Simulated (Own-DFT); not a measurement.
## Calculated data, SiC (2H silicon carbide, atoms displaced)

Computed with Own-DFT development build. A calculation, not a measurement: plane-wave PBE density functional theory by an unreviewed code, no spin, of a simulated periodic cell, stress positive in tension, free energy of the whole cell less one offset for each atom, forces on such cells passed a denser k mesh, this cell's mesh not checked; offsets are fitted by least squares, one for each functional and potential file, so energies compare only between cells with the same atoms and settings and are not formation energies; the far tail of each file's local potential was reset to the Coulomb form; each entry is a single point on an unrelaxed cell, so the pressure reflects the starting lattice, mostly measured values (interpolated for alloys), from which strain is counted, and rises with the displacements; printed positions are rounded, which can move forces by about a meV/angstrom; the program, named Own-DFT, is a retired in-house code; no spin-orbit coupling.

Settings shared by all entries: functional PBE; potential files PseudoDojo norm-conserving, scalar-relativistic, standard set; wave cutoff 42 hartree; occupations Fermi-Dirac; smearing width 0.1 eV; hardware one NVIDIA H100; k mesh 4 x 4 x 3 centred on Gamma.

(1) SiC (2H silicon carbide, atoms displaced)

```
CELL_PARAMETERS angstrom
9.24810 0.00000 0.00000
-4.62410 8.00910 0.00000
0.00000 0.00000 10.06810
ATOMIC_POSITIONS crystal
Si 0.00094 0.00340 0.99802
Si 0.10710 0.21724 0.24559
C 0.00462 0.00476 0.18535
C 0.11007 0.22190 0.43878
Si 0.99384 0.99941 0.50150
Si 0.10895 0.21771 0.74977
C 0.00366 0.00171 0.68956
C 0.10240 0.21357 0.93816
Si 0.99924 0.33432 0.00348
Si 0.11180 0.55501 0.25267
C 0.99961 0.33296 0.18786
C 0.10559 0.55112 0.43579
Si 0.00443 0.33434 0.49417
Si 0.11358 0.55720 0.74849
C 0.99880 0.33171 0.68315
C 0.10918 0.55397 0.93321
Si 0.99736 0.67145 0.00752
Si 0.11364 0.89212 0.25184
C 0.00084 0.67317 0.18888
C 0.10972 0.88503 0.43591
Si 0.99846 0.66512 0.50345
Si 0.10873 0.89297 0.75100
C 0.00048 0.66486 0.68565
C 0.11410 0.89044 0.93634
Si 0.33890 0.00050 0.00122
Si 0.44461 0.22675 0.25131
C 0.33733 0.00012 0.18374
C 0.44728 0.22290 0.43819
Si 0.33291 0.99660 0.49332
Si 0.44981 0.22370 0.75079
C 0.32950 0.99352 0.68940
C 0.44818 0.22557 0.93756
Si 0.33039 0.33049 0.99844
Si 0.44181 0.55563 0.25044
C 0.33220 0.33076 0.19127
C 0.44639 0.55561 0.43634
Si 0.33602 0.33396 0.49548
Si 0.44240 0.55504 0.74954
C 0.33330 0.33049 0.68810
C 0.44127 0.55722 0.93826
Si 0.33991 0.66642 0.99473
Si 0.44129 0.88833 0.24805
C 0.33585 0.66728 0.19071
C 0.44699 0.89514 0.43670
Si 0.33657 0.66653 0.50083
Si 0.44459 0.88678 0.75208
C 0.33668 0.66638 0.68262
C 0.44666 0.89287 0.93438
Si 0.67060 0.00554 0.99764
Si 0.77477 0.22373 0.25364
C 0.66506 0.99948 0.18566
C 0.77988 0.22080 0.43343
Si 0.66775 0.00240 0.50265
Si 0.77855 0.21625 0.74840
C 0.67219 0.00348 0.68723
C 0.77807 0.22021 0.94076
Si 0.66840 0.33283 0.99435
Si 0.78201 0.55789 0.25508
C 0.66274 0.32923 0.18809
C 0.77767 0.55248 0.43465
Si 0.66345 0.32997 0.50045
Si 0.77637 0.54950 0.74623
C 0.66520 0.33391 0.68992
C 0.77932 0.55916 0.93535
Si 0.67253 0.66970 0.99901
Si 0.78092 0.88594 0.25280
C 0.66369 0.66924 0.18686
C 0.78268 0.88945 0.43611
Si 0.66685 0.66795 0.50099
Si 0.77946 0.88609 0.75004
C 0.66298 0.65947 0.68747
C 0.78074 0.89242 0.93682
```

* free energy of cell above offsets: -10.650 eV
* pressure: 3.83 GPa
* stress xx: -2.3 GPa
* stress yy: -2.78 GPa
* stress zz: -6.42 GPa
* stress yz: -0.03 GPa
* stress xz: -0.03 GPa
* stress xy: 0.35 GPa
* wall time: 355.2 s

Force:
```
element  x (eV/Å)  y (eV/Å)  z (eV/Å)
     Si     0.599    -1.455     0.423
     Si     0.093     1.212     1.128
      C    -0.246    -1.458     0.233
      C     0.702    -0.362    -0.838
     Si      1.97     0.431    -0.119
     Si    -0.118      1.25    -0.142
      C    -1.097    -0.727    -0.715
      C     0.543     2.211    -0.287
     Si     0.206      0.06    -0.919
     Si    -0.169     0.304    -1.051
      C     -0.32     0.227     0.407
      C     0.862     1.183     0.717
     Si    -0.868    -0.476     0.884
     Si    -0.215    -0.622    -0.382
      C     0.383     0.182     0.492
      C     0.184     0.579     1.376
     Si     1.097    -0.364    -2.132
     Si     0.112     0.207    -0.827
      C     0.555    -0.818     0.714
      C    -0.468     0.598     0.618
     Si     0.181    -0.144     -1.12
     Si     1.486    -1.225    -0.132
      C     -0.48      0.44     0.721
      C    -0.373     0.193     0.793
     Si    -1.033     0.272    -0.963
     Si      0.82    -0.948    -0.477
      C    -0.996     0.358     1.251
      C    -0.608    -0.491    -0.225
     Si    -0.769     0.541     1.758
     Si    -1.267    -1.094    -0.282
      C     0.366     1.007    -0.724
      C    -0.303    -0.484     0.033
     Si     0.009     0.203     0.313
     Si     0.641    -0.034    -0.353
      C    -0.622     0.524    -0.889
      C    -0.155     0.224     0.278
     Si    -0.449    -0.387     1.056
     Si     0.297    -0.725    -0.066
      C    -0.108      0.22    -0.136
      C     1.836     -0.77    -0.504
     Si    -2.309     0.638     1.288
     Si     1.243     0.326     0.068
      C    -0.845    -0.236    -0.936
      C      0.78     -1.32    -0.027
     Si    -0.802     0.215    -1.256
     Si    -0.218     0.398    -1.199
      C    -0.343     0.126      1.27
      C     0.793    -0.676     0.766
     Si    -0.063    -1.303     0.845
     Si     0.412    -0.819    -1.733
      C     0.552     0.051     0.621
      C    -0.426     0.252     1.759
     Si     0.289     -0.13     -1.17
     Si    -0.228     1.718     0.507
      C    -0.343    -1.549      0.18
      C     0.031     0.901    -1.253
     Si    -0.249     0.581     1.363
     Si    -1.037    -0.593    -1.907
      C       0.3     1.397    -0.343
      C    -0.388      0.33     1.848
     Si     0.962     0.427    -0.159
     Si      0.22     1.297     0.683
      C     1.169    -1.024    -0.728
      C      0.31    -0.554     0.207
     Si    -1.121    -0.182     0.115
     Si    -1.045      0.96    -1.444
      C     1.136    -0.682     0.353
      C    -1.385    -0.414      0.94
     Si     0.506    -0.523    -0.521
     Si    -0.161      0.02    -0.086
      C     0.188     1.011     0.076
      C    -0.202    -0.485     -0.04
```

(2) SiC (2H silicon carbide, atoms displaced)

```
CELL_PARAMETERS angstrom
9.24810 0.00000 0.00000
-4.62410 8.00910 0.00000
0.00000 0.00000 10.06810
ATOMIC_POSITIONS crystal
Si 0.00180 0.99890 0.99506
Si 0.11832 0.22162 0.24896
C 0.00319 0.00129 0.18174
C 0.11330 0.21923 0.43556
Si 0.00600 0.00226 0.49914
Si 0.10855 0.22129 0.75180
C 0.00514 0.00453 0.68834
C 0.10594 0.21999 0.94329
Si 0.99960 0.33253 0.00139
Si 0.11307 0.56117 0.24336
C 0.99464 0.33556 0.18285
C 0.10894 0.55637 0.43869
Si 0.00287 0.33491 0.49859
Si 0.10989 0.55564 0.75189
C 0.99796 0.32821 0.68170
C 0.11012 0.56062 0.94077
Si 0.99886 0.66613 0.00114
Si 0.11553 0.88858 0.25325
C 0.00186 0.66428 0.18643
C 0.11246 0.88710 0.43493
Si 0.00142 0.66140 0.50210
Si 0.11705 0.89089 0.74965
C 0.99401 0.66311 0.69159
C 0.11383 0.89708 0.93984
Si 0.33340 0.00139 0.99868
Si 0.44631 0.22594 0.24725
C 0.33028 0.99763 0.18692
C 0.44700 0.22513 0.43830
Si 0.33555 0.99647 0.50003
Si 0.44220 0.22129 0.75659
C 0.34068 0.00347 0.68501
C 0.43879 0.21858 0.93748
Si 0.33252 0.33270 0.00128
Si 0.44570 0.55114 0.24849
C 0.33242 0.33486 0.18570
C 0.44937 0.55620 0.43802
Si 0.32810 0.32870 0.49314
Si 0.44413 0.55436 0.74806
C 0.33405 0.33427 0.68686
C 0.43967 0.55060 0.93989
Si 0.33048 0.67182 0.00280
Si 0.44132 0.89430 0.25305
C 0.33459 0.66660 0.18851
C 0.44830 0.89182 0.43797
Si 0.33341 0.66613 0.49367
Si 0.44122 0.88569 0.74918
C 0.33181 0.66548 0.68927
C 0.44883 0.89479 0.93967
Si 0.66479 0.99804 0.99954
Si 0.77425 0.21653 0.24842
C 0.67129 0.99933 0.19014
C 0.77944 0.22291 0.43685
Si 0.66364 0.99758 0.49954
Si 0.77888 0.22051 0.75147
C 0.66325 0.99342 0.68636
C 0.77505 0.22378 0.94226
Si 0.66942 0.32770 0.00021
Si 0.77384 0.55079 0.24972
C 0.66847 0.33260 0.19101
C 0.77447 0.55291 0.43722
Si 0.66887 0.33507 0.50188
Si 0.77375 0.55183 0.74995
C 0.67482 0.33707 0.69350
C 0.77908 0.55416 0.94051
Si 0.66578 0.66820 0.99804
Si 0.78408 0.89248 0.25291
C 0.66160 0.66310 0.18868
C 0.77897 0.89120 0.43763
Si 0.66820 0.67091 0.50257
Si 0.77260 0.88955 0.74586
C 0.66956 0.67236 0.68296
C 0.77962 0.89677 0.93976
```

- free energy of cell above offsets: -10.572 eV
- pressure: 3.81 GPa
- stress xx: -3.55 GPa
- stress yy: -2.57 GPa
- stress zz: -5.31 GPa
- stress yz: -0.3 GPa
- stress xz: 0.17 GPa
- stress xy: 0.57 GPa
- wall time: 345.4 s

Force:
```
element  x (eV/Å)  y (eV/Å)  z (eV/Å)
     Si    -1.075     0.478     0.992
     Si    -2.183    -0.123    -0.676
      C     0.379    -0.421     1.307
      C    -0.877     0.442     -0.34
     Si    -0.572    -0.674     0.328
     Si      0.62     0.586    -0.052
      C    -0.273    -0.958    -0.168
      C     0.629     0.674     -1.25
     Si     -0.48     0.447    -0.257
     Si     0.326    -1.536     1.091
      C     1.418     -0.24     1.658
      C     1.173    -0.287    -0.965
     Si    -0.251    -0.624    -0.732
     Si     0.001    -0.447    -0.295
      C    -0.022     0.713     1.714
      C     0.619    -0.843    -0.637
     Si    -0.389     0.827    -0.212
     Si     -1.27    -0.387    -1.469
      C    -1.318     0.897     0.385
      C     0.228    -0.187     1.372
     Si    -1.581      0.69    -0.112
     Si    -0.765    -0.185    -0.006
      C     0.923     0.804    -0.501
      C     0.931    -1.729    -0.948
     Si    -0.022    -0.259     0.499
     Si     0.163    -0.649     0.623
      C     0.349     1.104     0.015
      C      0.03    -0.865    -0.312
     Si    -0.678     1.152    -0.378
     Si      0.49     0.632    -1.938
      C    -0.681    -0.505     0.729
      C     0.772     0.737      1.09
     Si    -0.462    -0.169     -0.57
     Si    -0.807      1.13     0.451
      C     0.894    -0.303     0.322
      C    -0.992    -0.356    -0.358
     Si     1.331     1.047     1.609
     Si    -0.114     0.159     0.301
      C    -0.093    -0.498    -0.037
      C    -0.055     1.185    -0.586
     Si     1.074    -0.549    -0.481
     Si     1.797    -0.802    -0.881
      C    -0.037      0.55     0.413
      C    -0.564    -0.771    -0.082
     Si     0.175    -0.154     1.029
     Si     0.527      0.24      0.27
      C    -0.148    -0.076     -0.68
      C    -0.756    -0.891    -0.571
     Si     0.368     0.876     0.972
     Si     0.508     0.963     0.477
      C    -1.219    -0.497    -0.423
      C    -0.085    -0.276     0.341
     Si      0.92     1.027    -0.097
     Si     -0.08    -0.217    -0.153
      C    -0.841      1.17     0.139
      C     1.649    -0.996    -1.291
     Si    -2.046      1.34     0.571
     Si     0.373     0.956     0.055
      C    -0.459    -0.626    -1.023
      C     0.477     0.772     0.468
     Si    -0.042    -0.298     0.029
     Si     0.026     1.193     0.631
      C    -1.299    -1.335    -0.793
      C    -0.796     0.033    -0.435
     Si     0.087    -0.208     0.482
     Si    -0.221    -0.816    -0.883
      C     1.151     0.823    -0.328
      C     0.528     0.078     0.492
     Si       0.6    -0.537    -1.433
     Si     1.757      0.17      0.97
      C    -0.087    -1.094     1.689
      C     0.346    -1.506    -1.161
```

(3) SiC (2H silicon carbide, atoms displaced)

```
CELL_PARAMETERS angstrom
9.24810 0.00000 0.00000
-4.62410 8.00910 0.00000
0.00000 0.00000 10.06810
ATOMIC_POSITIONS crystal
Si 0.99863 0.99727 0.00393
Si 0.11047 0.21946 0.24749
C 0.00221 0.00205 0.18398
C 0.11219 0.22848 0.43456
Si 0.99659 0.99624 0.50763
Si 0.11860 0.22700 0.74963
C 0.00040 0.00355 0.68869
C 0.11385 0.21903 0.93249
Si 0.99786 0.33402 0.00363
Si 0.11688 0.55714 0.25023
C 0.99836 0.33220 0.18603
C 0.11245 0.55920 0.43881
Si 0.00197 0.33482 0.50038
Si 0.11442 0.55823 0.74774
C 0.00300 0.33551 0.68659
C 0.11064 0.55662 0.94130
Si 0.99432 0.66291 0.99974
Si 0.11963 0.89488 0.25321
C 0.99721 0.66735 0.18954
C 0.10856 0.89170 0.44300
Si 0.99997 0.66873 0.50103
Si 0.10641 0.88518 0.74067
C 0.00243 0.66518 0.69475
C 0.10677 0.88840 0.93878
Si 0.34267 0.99936 0.00553
Si 0.44974 0.21985 0.25055
C 0.33625 0.99845 0.19478
C 0.44768 0.21964 0.43439
Si 0.33202 0.99910 0.49744
Si 0.44181 0.22213 0.75466
C 0.33256 0.99948 0.69055
C 0.44426 0.21688 0.93750
Si 0.33200 0.33202 0.00719
Si 0.44685 0.55549 0.24688
C 0.33279 0.33207 0.18686
C 0.44578 0.55737 0.43679
Si 0.33106 0.32939 0.49853
Si 0.44360 0.55529 0.75324
C 0.33301 0.33015 0.68952
C 0.44260 0.56246 0.93642
Si 0.33522 0.66638 0.99848
Si 0.44934 0.89873 0.25068
C 0.33654 0.67189 0.18490
C 0.44772 0.89270 0.43464
Si 0.32961 0.66787 0.49155
Si 0.44998 0.89016 0.75238
C 0.33584 0.66201 0.68823
C 0.45414 0.89081 0.93321
Si 0.66614 0.00228 0.99868
Si 0.78307 0.22194 0.25092
C 0.67148 0.99926 0.18767
C 0.77554 0.22167 0.43841
Si 0.66588 0.00180 0.49922
Si 0.77843 0.22069 0.75394
C 0.65967 0.99923 0.68485
C 0.77856 0.22774 0.93252
Si 0.66777 0.33724 0.99601
Si 0.77084 0.55567 0.24741
C 0.67039 0.33382 0.18599
C 0.77819 0.55449 0.43569
Si 0.67384 0.33645 0.50447
Si 0.77382 0.55253 0.74868
C 0.66921 0.33564 0.68857
C 0.76865 0.54934 0.93483
Si 0.66797 0.66567 0.99702
Si 0.78024 0.89277 0.25160
C 0.66795 0.67222 0.18637
C 0.78442 0.89287 0.44183
Si 0.66614 0.67561 0.50196
Si 0.77599 0.88811 0.75135
C 0.66299 0.66176 0.68973
C 0.77250 0.88518 0.93876
```

* free energy of cell above offsets: -10.222 eV
* pressure: 3.87 GPa
* stress xx: -2.94 GPa
* stress yy: -2.26 GPa
* stress zz: -6.42 GPa
* stress yz: 0.05 GPa
* stress xz: 0.14 GPa
* stress xy: -0.01 GPa
* wall time: 365.8 s

Force:
```
element  x (eV/Å)  y (eV/Å)  z (eV/Å)
     Si    -0.003      0.28    -2.017
     Si    -0.238     0.616     0.241
      C     0.206    -0.325     1.772
      C     0.358    -1.369     0.486
     Si     0.228     1.865    -1.269
     Si    -1.078    -0.593    -0.036
      C    -0.307    -0.514      0.38
      C    -0.932      0.47     1.897
     Si     0.908    -0.115    -1.685
     Si    -1.284     0.155    -0.512
      C     0.835     0.326     0.858
      C    -0.505     -0.47    -0.466
     Si    -0.383     0.038    -0.115
     Si     0.476    -0.614      1.05
      C    -0.146    -0.397     0.378
      C     0.133    -0.142     -0.68
     Si     0.256     0.907     0.107
     Si    -1.678    -1.461    -0.328
      C     0.498     0.125     0.081
      C     0.664    -0.199    -0.655
     Si    -0.203    -0.522    -0.016
     Si     0.617     1.095     2.532
      C    -1.138     -0.27    -1.761
      C     1.181    -0.348     -0.25
     Si    -1.722    -0.709    -1.341
     Si    -0.512     0.961    -0.258
      C    -0.252      0.88    -1.362
      C    -0.415     0.568     1.029
     Si      0.44     0.526     1.125
     Si     0.715    -0.504    -1.083
      C     0.284    -0.153    -0.748
      C    -0.373     0.905     1.223
     Si     0.138     0.068    -2.425
     Si    -0.545     0.459     0.424
      C     0.562    -0.083     1.084
      C    -0.211    -0.175    -0.216
     Si     0.648     0.759    -0.007
     Si     0.102    -0.578    -0.807
      C     0.393     0.812    -0.583
      C     1.557    -1.784     0.799
     Si    -1.058     0.715     0.205
     Si     1.411    -1.824    -0.123
      C     0.304     -0.07     0.663
      C    -0.359    -0.515     0.453
     Si     1.491     0.129     1.597
     Si    -1.589    -0.811    -1.266
      C    -0.848     1.212    -0.751
      C    -1.414    -0.404     1.648
     Si     1.148     0.211     0.138
     Si    -1.003     0.247     -0.08
      C    -0.971     0.817    -0.073
      C     0.968     0.338    -0.055
     Si     0.308     0.011     0.145
     Si     0.017     0.497    -1.984
      C     1.764     0.471     0.498
      C     0.452    -0.739     1.931
     Si     -0.14    -1.289     0.686
     Si     1.403     0.217     0.553
      C    -0.215    -0.244    -0.209
      C     -0.66     0.706     0.731
     Si    -1.228    -0.265    -0.941
     Si     0.569     0.402     0.058
      C    -0.193    -0.869     0.416
      C     0.694     1.184     0.172
     Si    -1.102     0.189     0.393
     Si     0.746    -0.504    -0.049
      C     0.113    -0.514    -0.104
      C    -1.335    -0.001    -0.761
     Si     0.872    -1.886    -0.256
     Si    -0.178     0.083    -0.167
      C     0.112     1.059    -0.235
      C     0.647     0.956    -0.083
```

(4) SiC (2H silicon carbide, atoms displaced)

```
CELL_PARAMETERS angstrom
9.24810 0.00000 0.00000
-4.62410 8.00910 0.00000
0.00000 0.00000 10.06810
ATOMIC_POSITIONS crystal
Si 0.99996 0.00426 0.99817
Si 0.10995 0.21958 0.25313
C 0.00067 0.99560 0.19407
C 0.10775 0.21821 0.43861
Si 0.99884 0.00192 0.50051
Si 0.11090 0.22007 0.75399
C 0.99569 0.00076 0.68153
C 0.11405 0.22200 0.93330
Si 0.00084 0.33300 0.99811
Si 0.10547 0.55074 0.24716
C 0.00064 0.32959 0.18727
C 0.11186 0.56337 0.43798
Si 0.01112 0.34227 0.50062
Si 0.11163 0.55609 0.74762
C 0.99695 0.33395 0.68752
C 0.11306 0.55527 0.93723
Si 0.00079 0.66988 0.99869
Si 0.10636 0.88320 0.24916
C 0.00222 0.66290 0.18488
C 0.10872 0.88850 0.43762
Si 0.00069 0.67261 0.50257
Si 0.10950 0.89057 0.75251
C 0.00281 0.66657 0.69068
C 0.11173 0.88512 0.94212
Si 0.32692 0.00042 0.00066
Si 0.44677 0.22110 0.25026
C 0.32949 0.99343 0.18754
C 0.44913 0.22242 0.43628
Si 0.33533 0.00491 0.50303
Si 0.44428 0.22246 0.74825
C 0.33730 0.99879 0.68966
C 0.44792 0.21598 0.94081
Si 0.32558 0.32544 0.00169
Si 0.43947 0.56010 0.24935
C 0.34259 0.33900 0.18836
C 0.44971 0.55531 0.43921
Si 0.32600 0.33519 0.49712
Si 0.44421 0.55526 0.74798
C 0.33218 0.33009 0.69323
C 0.44523 0.55770 0.93568
Si 0.33767 0.67146 0.99843
Si 0.44939 0.88981 0.25213
C 0.33379 0.66985 0.18640
C 0.44724 0.88936 0.44291
Si 0.33492 0.66542 0.50154
Si 0.44543 0.88783 0.74676
C 0.33225 0.65871 0.68536
C 0.44864 0.89290 0.94053
Si 0.66310 0.99810 0.00167
Si 0.78098 0.22452 0.24167
C 0.66492 0.99642 0.18729
C 0.78043 0.22407 0.43562
Si 0.66849 0.00039 0.49958
Si 0.78008 0.21999 0.75404
C 0.66806 0.00154 0.68796
C 0.78495 0.22534 0.93794
Si 0.66679 0.32982 0.00126
Si 0.77532 0.55477 0.24895
C 0.66601 0.33250 0.19161
C 0.77761 0.55451 0.43724
Si 0.66286 0.32945 0.50081
Si 0.77107 0.55347 0.75119
C 0.66608 0.32953 0.69229
C 0.78099 0.56196 0.94377
Si 0.66368 0.66307 0.00112
Si 0.77866 0.88936 0.25116
C 0.66916 0.66662 0.18375
C 0.78015 0.89049 0.44199
Si 0.66812 0.66262 0.50368
Si 0.77431 0.88649 0.74666
C 0.66867 0.66767 0.69614
C 0.77284 0.88885 0.93679
```

- free energy of cell above offsets: -10.570 eV
- pressure: 3.68 GPa
- stress xx: -3.4 GPa
- stress yy: -2.68 GPa
- stress zz: -4.97 GPa
- stress yz: 0.17 GPa
- stress xz: -0.8 GPa
- stress xy: -0.19 GPa
- wall time: 342.8 s

Force:
```
element  x (eV/Å)  y (eV/Å)  z (eV/Å)
     Si     -0.15    -1.462      0.72
     Si     0.841     0.159    -0.647
      C    -0.695     0.974    -1.449
      C     0.003     1.149    -0.129
     Si     0.479    -0.701    -0.626
     Si    -0.622     0.323    -1.971
      C     0.808    -0.099     2.054
      C    -0.833    -0.386     1.557
     Si     0.599     0.611      0.14
     Si     0.927     0.898     0.521
      C     0.312     0.196    -0.493
      C     0.882    -0.655    -0.269
     Si        -2    -1.031     -0.23
     Si     0.149    -0.418     0.707
      C     1.155    -0.069     0.337
      C    -0.178     0.363    -0.024
     Si     0.636    -1.283     0.303
     Si     1.097     0.053     0.478
      C    -1.222     0.053     0.445
      C     0.277     0.752     0.276
     Si     0.029    -0.768    -0.111
     Si     0.414    -0.227    -0.538
      C    -1.182     0.315    -0.173
      C    -1.396     1.327    -1.102
     Si     1.992    -0.571     0.399
     Si    -0.381    -0.578    -0.148
      C     0.049     0.878     0.509
      C    -1.684     0.035     0.547
     Si     0.115    -0.977    -0.706
     Si       0.6     -0.59     0.966
      C    -1.304     0.176    -0.059
      C    -1.513     0.994    -0.672
     Si     1.838     1.764     -0.34
     Si     1.822    -0.215    -0.113
      C    -1.482    -1.052     0.312
      C    -1.236     0.154     -0.26
     Si     2.103    -0.688     0.793
     Si      0.21    -0.493     0.951
      C    -0.329     0.381    -1.372
      C    -0.133    -1.013     0.432
     Si    -0.177    -0.482    -0.025
     Si    -1.233    -0.222      0.21
      C    -0.379    -0.442     0.353
      C    -0.355     -0.04     -0.62
     Si    -0.185     0.458    -0.769
     Si     0.342      -0.3     0.898
      C    -0.464     1.165     0.443
      C    -1.188    -0.395    -1.013
     Si     0.738     0.457    -0.439
     Si    -0.438    -0.838     1.958
      C     0.469     0.803     0.156
      C     0.381     0.096     0.015
     Si     0.018     0.787     0.072
     Si    -0.528     0.254    -0.909
      C    -0.072    -0.384    -0.092
      C    -0.826    -0.767     0.678
     Si     0.078     1.045      0.13
     Si     0.527     0.161     0.026
      C     0.394    -0.014    -1.093
      C     0.103     0.044      0.51
     Si     1.337      0.62     0.014
     Si      1.83    -0.077     0.864
      C    -0.229      0.48    -0.556
      C    -0.061    -1.526    -1.136
     Si    -0.188     0.855    -0.586
     Si      0.01    -0.584     0.117
      C    -0.956      0.24     1.446
      C    -0.375    -0.879    -0.628
     Si     0.012       0.8     -0.18
     Si     0.094     0.944     0.955
      C    -0.609    -0.628    -1.889
      C     0.931      0.09     0.075
```
